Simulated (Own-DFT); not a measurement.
# What a defect does to the pressure of its cell: B20 RuSi

No measurement is shown. These are fixed-geometry runs of a retired plane-wave code named Own-DFT, which no person has reviewed; spin and spin-orbit coupling are neglected.

Settings: PBE; PseudoDojo norm-conserving scalar-relativistic files; cutoff 50 hartree; 5 x 4 x 5 k mesh centred on Gamma; cold (Marzari-Vanderbilt) smearing of 0.2 eV.

Caveats (not all hold for every row): not probed for a lower state with spin; forces on such cells failed a check on a denser k mesh; stress not checked against mesh or cutoff.

All runs share one cell, with vectors in Å (4.709, 0.000, 4.709); (0.000, 9.417, 0.000); (-4.709, 0.000, 4.709) and a volume of 417.6 Å³. The atoms are randomly displaced, by u rms on each axis. The defect's site can differ from row to row.

```
cell,formula,u (Å),P (GPa)
no defect,Ru16Si16,0.0176,4.56
no defect,Ru16Si16,0.0201,4.72
no defect,Ru16Si16,0.0453,6.89
one Ru vacancy,Ru15Si16,0.0248,2.86
one Ru vacancy,Ru15Si16,0.0348,2.68
one Ru vacancy,Ru15Si16,0.0494,3.37
one Ru on a Si site,Ru17Si15,0.0257,8.16
one Ru on a Si site,Ru17Si15,0.0295,7.50
one Ru on a Si site,Ru17Si15,0.0517,9.98
one Si vacancy,Ru16Si15,0.0301,2.36
one Si vacancy,Ru16Si15,0.0312,?
one Si vacancy,Ru16Si15,0.0457,3.32
one Si vacancy,Ru16Si15,0.0507,3.72
one Si on a Ru site,Ru15Si17,0.0280,5.38
one Si on a Ru site,Ru15Si17,0.0306,5.52
one Si on a Ru site,Ru15Si17,0.0531,6.59
```

## What the rows give

P = P0 + c u² + a shift for each defect gives P0 = 4.62 GPa, c = 833 ± 137 GPa/Å² and a scatter of 0.44 GPa. The shifts, and each times the cell's volume:

- one Ru on a Si site: 2.76 ± 0.36 GPa, 7.2 eV
- one Si on a Ru site: -0.05 ± 0.37 GPa, -0.1 eV (not resolved)
- one Ru vacancy: -2.83 ± 0.36 GPa, -7.4 eV
- one Si vacancy: -3.03 ± 0.38 GPa, -7.9 eV

Against the defect-free cell, a freed cell would be larger where the shift is positive and smaller where it is negative (160.2 GPa Å³ is 1 eV). The atoms around the defects weren't relaxed, which would change these numbers.

## Prediction

Asked: what pressure belongs in the blank (one Si vacancy, u = 0.0312 Å)?

The fit gives 2.40 ± 0.52 GPa. The calculation gave 1.96 GPa.
